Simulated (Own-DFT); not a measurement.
Hf$_{36}$O$_{71}$ (tetragonal hafnia with one neutral oxygen vacancy, atoms displaced) (calculated)

Computed with Own-DFT development build. A calculation, not a measurement: plane-wave PBE and HSE06 DFT by an unreviewed code, no spin, of a simulated cell at Gamma alone, so results move with cell size and shape, stress positive in tension, energies less offsets, not probed for a lower state with spin; hafnium file: forces about 75 meV/angstrom off all-electron values; oxygen file: force components 24 meV/angstrom off all-electron in a glass; k mesh not checked against a denser one; forces and stress are PBE's, HSE06 gives the energy alone, and its difference from PBE has offsets of its own; offsets are fitted by least squares, one for each functional and potential file, so energies compare only between cells with the same atoms and settings and are not formation energies; the far tail of each file's local potential was reset to the Coulomb form; each entry is a single point on an unrelaxed cell, so the pressure reflects the starting lattice, taken from the Materials Project, from which strain is counted, and rises with the displacements; printed positions are rounded, which can move forces by about a meV/angstrom; the program is a retired in-house code; no spin-orbit coupling.

Settings shared by all entries: first functional PBE; second functional HSE06; exact exchange share 0.25; screening 0.11 1/bohr; exchange divergence Gygi-Baldereschi; potential files PseudoDojo norm-conserving, scalar-relativistic, made for PBE, standard set; wave cutoff 48 hartree; occupations fixed; k mesh 1 x 1 x 1 centred on Gamma.

(1) 
```cif
# cell vector a (Å): 10.7800 0.0000 0.0000
# cell vector b (Å): 0.0000 10.7800 0.0000
# cell vector c (Å): 0.0000 0.0000 10.4493
data_Hf36O71
_symmetry_space_group_name_H-M 'P 1'
_symmetry_Int_Tables_number 1
_cell_length_a 10.7800
_cell_length_b 10.7800
_cell_length_c 10.4493
_cell_angle_alpha 90.000
_cell_angle_beta 90.000
_cell_angle_gamma 90.000
_cell_volume 1214.30
loop_
_atom_site_label
_atom_site_type_symbol
_atom_site_fract_x
_atom_site_fract_y
_atom_site_fract_z
_atom_site_occupancy
Hf1 Hf 0.98874 0.99787 0.00552 1
Hf2 Hf 0.16948 0.16593 0.23854 1
O1 O 0.17807 0.01425 0.35181 1
O2 O 0.00221 0.16832 0.41803 1
O3 O 0.15809 0.99896 0.09841 1
Hf3 Hf 0.99353 0.99161 0.50355 1
Hf4 Hf 0.16340 0.15907 0.73552 1
O4 O 0.00397 0.16641 0.65847 1
O5 O 0.15801 0.99767 0.84252 1
O6 O 0.98830 0.16365 0.91679 1
O7 O 0.15957 0.01357 0.60313 1
Hf5 Hf 0.99324 0.32906 0.00601 1
Hf6 Hf 0.15933 0.50713 0.24848 1
O8 O 0.01039 0.50004 0.16227 1
O9 O 0.17822 0.33965 0.35958 1
O10 O 0.00521 0.51169 0.39686 1
O11 O 0.15852 0.32637 0.10830 1
Hf7 Hf 0.00109 0.34792 0.48572 1
Hf8 Hf 0.16034 0.49084 0.75367 1
O12 O 0.98829 0.50537 0.65778 1
O13 O 0.16988 0.34051 0.84469 1
O14 O 0.99990 0.50090 0.90355 1
O15 O 0.17585 0.33532 0.60333 1
Hf9 Hf 0.01347 0.66659 0.99968 1
Hf10 Hf 0.17357 0.83061 0.23759 1
O16 O 0.98922 0.84179 0.15419 1
O17 O 0.15913 0.66145 0.34067 1
O18 O 0.01331 0.83597 0.40403 1
O19 O 0.15075 0.67230 0.08891 1
Hf11 Hf 0.00269 0.65806 0.48731 1
Hf12 Hf 0.17078 0.82756 0.77323 1
O20 O 0.99665 0.83605 0.64712 1
O21 O 0.15960 0.66647 0.84253 1
O22 O 0.99707 0.83277 0.90752 1
O23 O 0.15838 0.66537 0.60104 1
Hf13 Hf 0.32800 0.00050 0.00634 1
Hf14 Hf 0.51027 0.16676 0.25660 1
O24 O 0.32419 0.17574 0.15186 1
O25 O 0.50710 0.99231 0.34527 1
O26 O 0.33159 0.15769 0.38781 1
O27 O 0.49698 0.00959 0.09719 1
Hf15 Hf 0.32903 0.99859 0.50433 1
Hf16 Hf 0.49907 0.17013 0.75202 1
O28 O 0.33353 0.15728 0.64665 1
O29 O 0.49591 0.00786 0.84087 1
O30 O 0.33861 0.17394 0.90321 1
O31 O 0.49878 0.99032 0.60294 1
Hf17 Hf 0.34099 0.33798 0.00275 1
Hf18 Hf 0.49732 0.49179 0.24726 1
O32 O 0.32909 0.50452 0.15282 1
O33 O 0.50364 0.34404 0.33589 1
O34 O 0.33025 0.48417 0.41540 1
O35 O 0.49203 0.33607 0.08936 1
Hf19 Hf 0.32672 0.33212 0.49383 1
Hf20 Hf 0.48706 0.49835 0.73582 1
O36 O 0.34103 0.50391 0.65368 1
O37 O 0.50059 0.33594 0.83986 1
O38 O 0.34567 0.50180 0.91022 1
O39 O 0.48585 0.33081 0.59037 1
Hf21 Hf 0.33104 0.66695 0.99536 1
Hf22 Hf 0.49807 0.83680 0.24494 1
O40 O 0.33274 0.82197 0.13766 1
O41 O 0.49071 0.67254 0.34790 1
O42 O 0.33558 0.84203 0.40833 1
O43 O 0.50173 0.65742 0.08167 1
Hf23 Hf 0.32891 0.67202 0.51755 1
Hf24 Hf 0.50210 0.82876 0.74606 1
O44 O 0.33189 0.84181 0.64558 1
O45 O 0.48409 0.66897 0.84733 1
O46 O 0.33878 0.83878 0.90518 1
O47 O 0.51344 0.66472 0.60964 1
Hf25 Hf 0.67538 0.00653 0.98566 1
Hf26 Hf 0.83407 0.16840 0.26044 1
O48 O 0.67221 0.16925 0.15689 1
O49 O 0.83263 0.99818 0.35184 1
O50 O 0.67045 0.16996 0.39026 1
O51 O 0.84023 0.00219 0.08884 1
Hf27 Hf 0.67834 0.00006 0.50163 1
Hf28 Hf 0.83685 0.16981 0.75162 1
O52 O 0.66138 0.15883 0.65889 1
O53 O 0.84029 0.98545 0.84268 1
O54 O 0.65904 0.16703 0.89990 1
O55 O 0.82818 0.98894 0.60010 1
Hf29 Hf 0.67421 0.33802 0.00371 1
Hf30 Hf 0.82751 0.50802 0.24807 1
O56 O 0.66108 0.50740 0.15990 1
O57 O 0.83425 0.33150 0.35097 1
O58 O 0.66157 0.49420 0.40390 1
O59 O 0.82330 0.32603 0.07892 1
Hf31 Hf 0.65715 0.33354 0.49975 1
Hf32 Hf 0.83555 0.49100 0.75887 1
O60 O 0.67405 0.50701 0.65713 1
O61 O 0.83496 0.33403 0.85617 1
O62 O 0.66843 0.49628 0.90534 1
O63 O 0.83691 0.33787 0.59974 1
Hf33 Hf 0.66327 0.66548 0.00274 1
Hf34 Hf 0.84614 0.83329 0.24582 1
O64 O 0.66791 0.82270 0.13883 1
O65 O 0.83483 0.67118 0.33694 1
O66 O 0.67838 0.82884 0.40233 1
O67 O 0.83277 0.66201 0.10441 1
Hf35 Hf 0.66981 0.67218 0.50404 1
Hf36 Hf 0.82767 0.82935 0.76301 1
O68 O 0.66160 0.83864 0.64003 1
O69 O 0.82665 0.65921 0.85386 1
O70 O 0.65921 0.81992 0.89630 1
O71 O 0.83922 0.66401 0.59973 1
_calc_PBE_energy_of_cell_above_offsets '-87.200'  # eV
_calc_HSE06_less_PBE_above_offsets '0.441'  # eV
_calc_PBE_pressure 6.59  # GPa
_calc_PBE_stress_xx -7.17  # GPa
_calc_PBE_stress_yy -6.03  # GPa
_calc_PBE_stress_zz -6.56  # GPa
_calc_PBE_stress_yz 1.06  # GPa
_calc_PBE_stress_xz -0.92  # GPa
_calc_PBE_stress_xy -0.03  # GPa
```

Force:
| element | x (eV/Å) | y (eV/Å) | z (eV/Å) |
| --- | --- | --- | --- |
| Hf | 4.033 | 0.218 | -2.304 |
| Hf | -1.178 | 0.966 | 2.458 |
| O | -1.204 | -3.043 | -1.36 |
| O | -0.803 | 0.613 | -0.97 |
| O | 0.86 | -0.323 | 0.527 |
| Hf | 1.51 | 0.316 | 0.914 |
| Hf | 2.888 | 0.4 | 1.498 |
| O | -3.308 | 0.399 | 0.151 |
| O | 0.523 | 0.743 | 1.56 |
| O | -0.117 | 0.517 | -0.556 |
| O | 0.371 | -0.83 | -1.194 |
| Hf | 2.25 | 0.139 | -0.373 |
| Hf | 4.199 | -3.695 | 1.213 |
| O | -4.699 | -0.327 | -2.29 |
| O | -2.566 | -0.53 | -1.757 |
| O | -0.758 | -3.94 | -1.599 |
| O | -0.092 | 0.286 | -1.306 |
| Hf | 0.355 | -2.868 | 2.037 |
| Hf | -0.529 | 0.671 | -1.57 |
| O | 3.138 | -0.946 | -1.292 |
| O | -0.522 | -2.015 | 1.16 |
| O | 0.517 | -0.438 | 0.554 |
| O | -2.252 | 0.691 | 0.216 |
| Hf | -8.795 | -0.979 | -3.752 |
| Hf | -1.247 | 1.957 | 2.913 |
| O | 4.991 | -0.428 | -1.72 |
| O | 1.195 | 2.814 | 0.417 |
| O | -0.368 | -0.935 | -1.496 |
| O | 6.818 | 0.793 | 4.049 |
| Hf | -1.203 | 5.479 | 4.609 |
| Hf | -1.2 | 3.025 | -4.693 |
| O | 0.567 | 0.373 | 1.786 |
| O | 0.705 | -2.171 | 2.274 |
| O | 0.602 | -0.877 | -0.202 |
| O | 1.379 | -0.334 | -0.81 |
| Hf | 1.351 | 2.401 | -1.711 |
| Hf | -2.035 | -1.349 | -0.667 |
| O | 2.566 | -0.751 | -1.035 |
| O | 0.426 | 1.134 | -0.219 |
| O | 1.811 | 1.805 | 1.039 |
| O | 0.391 | -0.402 | -0.126 |
| Hf | 0.106 | 2.033 | 0.577 |
| Hf | -1.873 | -0.548 | -0.451 |
| O | 0.001 | 0.319 | 0.39 |
| O | 0.67 | -1.984 | 1.261 |
| O | -0.599 | -1.218 | 0.414 |
| O | 0.613 | 0.689 | -1.689 |
| Hf | -3.262 | -1.293 | -1.359 |
| Hf | -1.141 | 4.495 | -0.481 |
| O | -0.796 | 0.392 | 0.099 |
| O | 0.351 | -4.32 | 1.85 |
| O | 0.806 | 5.845 | -1.524 |
| O | 3.508 | 0.056 | 2.077 |
| Hf | -0.747 | -3.99 | 0.318 |
| Hf | 5.842 | 0.395 | 4.113 |
| O | -5.408 | 1.04 | -1.612 |
| O | -0.171 | 0.257 | 0.115 |
| O | -1.19 | -0.022 | -1.092 |
| O | 2.975 | 0.222 | 0.326 |
| Hf | 2.709 | -0.667 | -0.154 |
| Hf | 1.666 | -0.991 | 0.435 |
| O | -0.094 | 0.588 | 1.38 |
| O | 0.006 | -0.701 | -0.384 |
| O | -0.961 | -2.703 | -1.732 |
| O | -2.198 | 0.306 | 1.526 |
| Hf | 1.228 | -0.066 | -1.504 |
| Hf | 0.228 | 1.701 | -0.148 |
| O | -1.015 | -2.003 | 1.394 |
| O | -0.231 | -0.648 | -0.664 |
| O | -1.427 | -0.285 | -0.686 |
| O | -2.525 | 0.363 | -1.002 |
| Hf | -2.442 | -1.73 | 1.082 |
| Hf | 0.847 | -0.55 | -0.479 |
| O | -0.023 | -0.296 | -0.818 |
| O | 0.392 | 0.629 | -0.523 |
| O | -0.833 | 0.09 | 1.758 |
| O | -4.539 | 0.578 | 2.308 |
| Hf | -3.415 | -1.424 | -0.19 |
| Hf | -0.018 | 0.246 | -0.672 |
| O | 2.047 | 0.719 | -1.239 |
| O | -1.115 | 4.082 | 1.844 |
| O | 1.393 | 0.478 | 0.405 |
| O | 1.387 | 1.34 | 0.618 |
| Hf | -5.809 | 0.216 | -3.314 |
| Hf | -0.109 | 0.505 | -0.129 |
| O | 1.251 | -1.099 | -0.698 |
| O | 0.725 | 1.535 | -0.697 |
| O | 0.765 | 1.209 | -0.016 |
| O | 4.538 | 0.46 | 4.801 |
| Hf | 1.004 | 0.663 | 1.03 |
| Hf | -1.986 | 2.307 | -0.815 |
| O | -1.36 | -1.289 | -0.444 |
| O | -0.05 | -1.86 | -0.819 |
| O | 0.008 | 0.095 | 0.751 |
| O | -0.749 | -1.17 | -0.311 |
| Hf | 1.771 | -0.685 | -0.771 |
| Hf | -5.569 | -0.261 | 1.85 |
| O | -0.122 | 1.263 | 1.365 |
| O | 0.604 | -1.274 | 1.592 |
| O | -0.373 | 0.842 | -0.444 |
| O | 1.254 | -0.606 | -0.552 |
| Hf | 0.964 | -0.577 | 0.408 |
| Hf | 0.709 | -3.945 | -3.82 |
| O | 1.249 | -0.68 | 1.407 |
| O | 0.399 | 0.944 | -0.322 |
| O | 0.261 | 2.828 | -0.8 |
| O | -0.693 | 0.598 | -1.52 |

(2) 
```cif
# cell vector a (Å): 10.7800 0.0000 0.0000
# cell vector b (Å): 0.0000 10.7800 0.0000
# cell vector c (Å): 0.0000 0.0000 10.4493
data_Hf36O71
_symmetry_space_group_name_H-M 'P 1'
_symmetry_Int_Tables_number 1
_cell_length_a 10.7800
_cell_length_b 10.7800
_cell_length_c 10.4493
_cell_angle_alpha 90.000
_cell_angle_beta 90.000
_cell_angle_gamma 90.000
_cell_volume 1214.30
loop_
_atom_site_label
_atom_site_type_symbol
_atom_site_fract_x
_atom_site_fract_y
_atom_site_fract_z
_atom_site_occupancy
Hf1 Hf 0.00289 0.00568 0.00759 1
Hf2 Hf 0.16882 0.16212 0.24939 1
O1 O 0.00199 0.16267 0.15891 1
O2 O 0.16580 0.99940 0.35126 1
O3 O 0.00365 0.16651 0.39360 1
O4 O 0.16817 0.99774 0.10275 1
Hf3 Hf 0.00678 0.00210 0.50195 1
Hf4 Hf 0.16614 0.16407 0.75208 1
O5 O 0.99622 0.15924 0.65845 1
O6 O 0.16387 0.00354 0.84639 1
O7 O 0.00632 0.16025 0.90011 1
O8 O 0.16900 0.99931 0.60157 1
Hf5 Hf 0.99735 0.34002 0.99989 1
Hf6 Hf 0.15512 0.50028 0.24968 1
O9 O 0.00419 0.50296 0.14806 1
O10 O 0.16378 0.32857 0.35179 1
O11 O 0.99789 0.49919 0.39434 1
O12 O 0.16414 0.32090 0.10562 1
Hf7 Hf 0.00350 0.33343 0.50676 1
Hf8 Hf 0.16410 0.50629 0.75150 1
O13 O 0.00478 0.50606 0.65227 1
O14 O 0.16718 0.32525 0.84153 1
O15 O 0.01071 0.49699 0.89990 1
O16 O 0.16722 0.33115 0.60114 1
Hf9 Hf 0.00039 0.67064 0.99952 1
Hf10 Hf 0.16429 0.83429 0.24814 1
O17 O 0.99492 0.83512 0.14892 1
O18 O 0.15981 0.66854 0.34291 1
O19 O 0.00300 0.83627 0.39990 1
O20 O 0.17311 0.65992 0.09782 1
Hf11 Hf 0.00554 0.66513 0.49457 1
Hf12 Hf 0.17196 0.83404 0.75338 1
O21 O 0.99763 0.82977 0.65901 1
O22 O 0.16774 0.66168 0.84231 1
O23 O 0.01200 0.83249 0.90287 1
O24 O 0.17493 0.66836 0.59623 1
Hf13 Hf 0.33225 0.00573 0.99369 1
Hf14 Hf 0.49825 0.16792 0.25214 1
O25 O 0.33762 0.16776 0.15542 1
O26 O 0.49662 0.01153 0.35151 1
O27 O 0.33271 0.16429 0.39945 1
O28 O 0.49582 0.00557 0.09292 1
Hf15 Hf 0.32723 0.00252 0.50548 1
Hf16 Hf 0.50069 0.16430 0.75468 1
O29 O 0.33032 0.16139 0.64872 1
O30 O 0.49538 0.00580 0.84876 1
O31 O 0.33732 0.16784 0.90920 1
O32 O 0.50649 0.00127 0.60523 1
Hf17 Hf 0.33940 0.33498 0.99844 1
Hf18 Hf 0.49109 0.50209 0.24932 1
O33 O 0.32767 0.49865 0.15497 1
O34 O 0.49506 0.32290 0.34718 1
O35 O 0.33058 0.48941 0.39753 1
O36 O 0.49754 0.33491 0.09116 1
Hf19 Hf 0.33466 0.32818 0.49730 1
Hf20 Hf 0.49942 0.50343 0.74750 1
O37 O 0.34153 0.49154 0.65226 1
O38 O 0.49697 0.34090 0.84404 1
O39 O 0.33590 0.48981 0.90329 1
O40 O 0.49481 0.33405 0.59991 1
Hf21 Hf 0.32956 0.66983 0.99741 1
Hf22 Hf 0.49737 0.82753 0.24358 1
O41 O 0.33180 0.83262 0.14695 1
O42 O 0.49287 0.65874 0.35379 1
O43 O 0.33282 0.83545 0.39717 1
O44 O 0.50250 0.67143 0.08945 1
Hf23 Hf 0.33114 0.66867 0.49927 1
Hf24 Hf 0.49779 0.82250 0.75503 1
O45 O 0.33305 0.83254 0.65056 1
O46 O 0.50092 0.66706 0.84768 1
O47 O 0.33099 0.83298 0.89677 1
O48 O 0.49818 0.66945 0.60109 1
Hf25 Hf 0.67454 0.00117 0.00023 1
Hf26 Hf 0.83825 0.16165 0.25102 1
O49 O 0.66339 0.17404 0.15753 1
O50 O 0.83569 0.99814 0.34551 1
O51 O 0.65831 0.17079 0.40228 1
O52 O 0.83630 0.00505 0.09537 1
Hf27 Hf 0.66998 0.00506 0.50584 1
Hf28 Hf 0.83173 0.17337 0.75386 1
O53 O 0.66542 0.16995 0.65247 1
O54 O 0.66199 0.16575 0.89907 1
O55 O 0.83071 0.00609 0.59357 1
Hf29 Hf 0.66553 0.33468 0.00562 1
Hf30 Hf 0.83306 0.50037 0.24965 1
O56 O 0.66730 0.49922 0.15463 1
O57 O 0.83448 0.33515 0.35037 1
O58 O 0.67005 0.50235 0.39504 1
O59 O 0.83467 0.32525 0.10504 1
Hf31 Hf 0.67405 0.33594 0.50534 1
Hf32 Hf 0.83519 0.50007 0.74544 1
O60 O 0.66502 0.50201 0.64622 1
O61 O 0.82575 0.34065 0.84834 1
O62 O 0.66690 0.49471 0.89919 1
O63 O 0.84007 0.33224 0.60240 1
Hf33 Hf 0.66482 0.66490 0.00303 1
Hf34 Hf 0.83430 0.82905 0.25566 1
O64 O 0.67214 0.83724 0.14879 1
O65 O 0.83710 0.67068 0.34142 1
O66 O 0.65798 0.82880 0.41303 1
O67 O 0.82833 0.67519 0.09784 1
Hf35 Hf 0.66780 0.66311 0.50631 1
Hf36 Hf 0.83753 0.83492 0.74311 1
O68 O 0.65854 0.83355 0.64600 1
O69 O 0.83286 0.66285 0.84769 1
O70 O 0.66624 0.83259 0.89632 1
O71 O 0.83777 0.66751 0.59503 1
_calc_PBE_energy_of_cell_above_offsets '-97.367'  # eV
_calc_HSE06_less_PBE_above_offsets '0.038'  # eV
_calc_PBE_pressure 1.73  # GPa
_calc_PBE_stress_xx -2.08  # GPa
_calc_PBE_stress_yy -1.18  # GPa
_calc_PBE_stress_zz -1.93  # GPa
_calc_PBE_stress_yz 1  # GPa
_calc_PBE_stress_xz -0.28  # GPa
_calc_PBE_stress_xy 0.01  # GPa
```

Force:
| element | x (eV/Å) | y (eV/Å) | z (eV/Å) |
| --- | --- | --- | --- |
| Hf | 0.11 | -0.523 | -0.732 |
| Hf | 0.806 | 1.51 | 0.289 |
| O | -0.329 | -0.592 | -1.244 |
| O | -0.119 | -0.747 | 0.295 |
| O | -0.533 | -0.247 | 2.121 |
| O | 0.186 | -0.036 | -0.207 |
| Hf | -0.948 | 0.643 | -0.731 |
| Hf | 0.08 | 0.902 | -0.743 |
| O | 0.489 | 0.319 | -0.924 |
| O | 0.836 | -1.272 | 0.661 |
| O | -1.422 | 1.581 | 0.768 |
| O | -1.359 | -0.542 | 0.237 |
| Hf | 1.406 | -1.847 | 0.569 |
| Hf | 2.641 | -1.756 | 0.907 |
| O | -2.156 | -0.03 | -0.983 |
| O | -0.366 | 0.776 | -0.287 |
| O | 0.223 | 0.255 | 0.989 |
| O | -0.4 | 1.016 | -1.427 |
| Hf | 1.183 | -0.694 | -1.881 |
| Hf | 1.893 | -3.346 | -0.769 |
| O | -0.636 | -0.055 | -0.741 |
| O | -0.277 | 1.658 | 0.832 |
| O | -0.431 | 0.83 | 0.025 |
| O | -0.62 | 0.064 | -0.465 |
| Hf | -0.655 | 0.036 | 0.107 |
| Hf | 0.437 | 0.837 | 0.101 |
| O | 0.91 | -0.578 | 0.295 |
| O | 0.08 | -0.323 | 0.605 |
| O | -0.04 | -0.464 | 0.771 |
| O | -1.591 | 0.753 | -0.468 |
| Hf | -0.253 | 0.343 | 0.126 |
| Hf | -0.566 | 0.621 | -0.201 |
| O | 1.612 | 0.242 | -1.105 |
| O | 0.426 | 1.72 | 1.262 |
| O | -0.527 | 0.205 | 0.322 |
| O | -1.802 | -0.276 | 0.183 |
| Hf | 1.168 | -0.403 | 1.234 |
| Hf | 0.41 | -1.294 | -0.213 |
| O | -1.235 | -0.194 | -0.654 |
| O | 0.227 | -2.865 | -0.494 |
| O | -0.917 | -0.265 | 0.672 |
| O | 0.826 | -0.956 | 0.011 |
| Hf | 3.153 | 0.388 | -1.009 |
| Hf | -0.328 | 0.599 | -1.198 |
| O | 0.315 | -0.113 | 0.654 |
| O | -0.316 | -1.88 | 0.203 |
| O | -0.28 | 0.43 | -1.225 |
| O | -1.234 | 0.367 | -0.582 |
| Hf | -1.587 | -0.945 | 0.804 |
| Hf | 0.112 | -1.939 | 0.874 |
| O | 0.418 | 0.224 | -0.441 |
| O | 0.016 | 3.349 | 0.195 |
| O | -0.047 | 1.881 | 0.57 |
| O | 0.903 | 0.548 | 0.741 |
| Hf | 0.099 | -0.006 | 0.189 |
| Hf | -0.055 | -1.43 | 0.03 |
| O | -2.16 | 1.155 | 0.04 |
| O | 0.299 | -1.467 | 0.391 |
| O | -0.622 | 3.182 | -0.317 |
| O | 1.716 | -0.186 | -0.696 |
| Hf | 0.618 | -1.01 | 0.044 |
| Hf | 0.423 | 1.902 | 1.382 |
| O | 0.095 | -0.642 | 0.139 |
| O | -0.026 | 1.028 | -1.162 |
| O | -0.133 | -0.615 | 0.288 |
| O | -1.296 | -0.098 | 1.495 |
| Hf | 1.976 | -0.562 | -0.946 |
| Hf | 1.054 | 3.116 | -1.56 |
| O | -0.014 | 0.007 | -0.015 |
| O | -0.325 | -1.147 | 0.932 |
| O | -0.347 | -0.156 | 0.09 |
| O | -0.254 | -0.232 | -0.074 |
| Hf | -1.788 | -0.434 | -0.212 |
| Hf | -1.097 | 1.132 | 0.304 |
| O | 1.135 | -0.416 | -0.844 |
| O | -0.312 | -0.208 | 0.385 |
| O | 1.503 | 0.012 | 1.082 |
| O | -0.299 | 0.365 | -0.196 |
| Hf | -2.642 | -0.342 | -1.257 |
| Hf | -0.488 | -1.304 | 0.014 |
| O | 0.985 | 0.484 | 0.246 |
| O | 0.887 | 0.435 | 0.559 |
| O | 1.653 | -0.717 | 1.058 |
| Hf | -0.091 | -0.474 | -0.352 |
| Hf | -0.657 | -0.797 | 0.56 |
| O | -0.369 | 0.116 | -0.67 |
| O | -0.051 | -0.246 | 0.174 |
| O | 0.151 | -0.284 | 0.864 |
| O | 0.48 | 0.876 | -0.955 |
| Hf | -1.792 | -0.791 | -1.315 |
| Hf | -0.834 | 0.782 | 0.444 |
| O | 0.997 | -0.12 | 0.247 |
| O | 1.046 | -0.87 | 0.395 |
| O | -0.062 | 1.341 | 0.615 |
| O | -0.446 | 0.415 | 0.349 |
| Hf | 1.299 | 0.042 | -1.613 |
| Hf | -0.595 | 1.388 | -1.052 |
| O | -1.125 | 0.021 | 0.691 |
| O | 0.285 | -1.465 | 1.236 |
| O | 0.423 | 0.311 | -1.443 |
| O | 1.272 | -0.85 | -0.296 |
| Hf | -0.748 | 0.806 | -0.615 |
| Hf | -2.514 | 0.113 | 1.092 |
| O | 1.945 | -0.532 | 1.42 |
| O | 0.677 | 0.411 | -0.318 |
| O | 0.265 | 0.299 | 0.672 |
| O | -0.043 | -0.243 | -0.22 |
